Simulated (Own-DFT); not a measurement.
# Shaking the atoms of rutile TiO2, 72 atoms (O48Ti24)

Calculated results; nothing here was measured. The program, named Own-DFT, is a retired in-house plane-wave density functional code that no person has reviewed. Each row is one single-point run on a periodic cell that was not relaxed, without spin or spin-orbit coupling.

Settings of every run: PBE; PseudoDojo norm-conserving scalar-relativistic files; cutoff 72 hartree; 3 x 3 x 3 k mesh centred on Gamma; Fermi-Dirac smearing of 0.1 eV.

Known limits: oxygen file: force components 24 meV/angstrom off all-electron in a glass; forces on such cells passed a denser k mesh, each cell not checked; stress not checked against mesh or cutoff.

Cell vectors in Å: (9.187, 0.000, 0.000); (0.000, 9.187, 0.000); (0.000, 0.000, 8.876). In each run every atom was moved at random and independently from its ideal site; u is the rms move along one axis. E is the free energy for each atom above the fitted value at u = 0, and F the rms of the force components.

```
run   u (Å)  E (meV/atom)  F (eV/Å)  largest force (eV/Å)  P (GPa)
  1  0.0206           8.2     0.373                  1.57     4.89
  2  0.0223          10.7     0.443                  1.81     5.07
  3  0.0451          46.3     0.977                  3.98     6.08
  4  0.0495             ?         ?                     ?        ?
  5  0.0762         120.9     1.569                  6.05    10.35
  6  0.0849         143.4     1.613                  6.12     8.98
  7  0.1159         239.0     2.260                  8.90    14.74
```

## Worked fit

For small independent moves the energy grows as E = (3/2) K u², with K the mean stiffness felt by one atom. The runs with u up to 0.11 Å give K = 13.9 ± 0.5 eV/Å², with residuals divided by u² + 0.0006 Å², since the noise grows with the moves. The scatter is 3.3 meV/atom at u = 0.05 Å. The forces follow F = G u with G = 19.9 eV/Å²; no force at u = 0 is resolved. G exceeds K because the moves of its neighbours add to the force on an atom, and stiffness differs between atoms. The pressure follows P = 4.72 + 736 u² GPa: at fixed volume, shortened bonds push harder than stretched ones pull.

## Withheld run

Question: what energy and rms force should run 4 give?

The fit gives 51 ± 4 meV/atom and about 0.98 eV/Å. The calculation gave 54.9 meV/atom and 1.012 eV/Å.
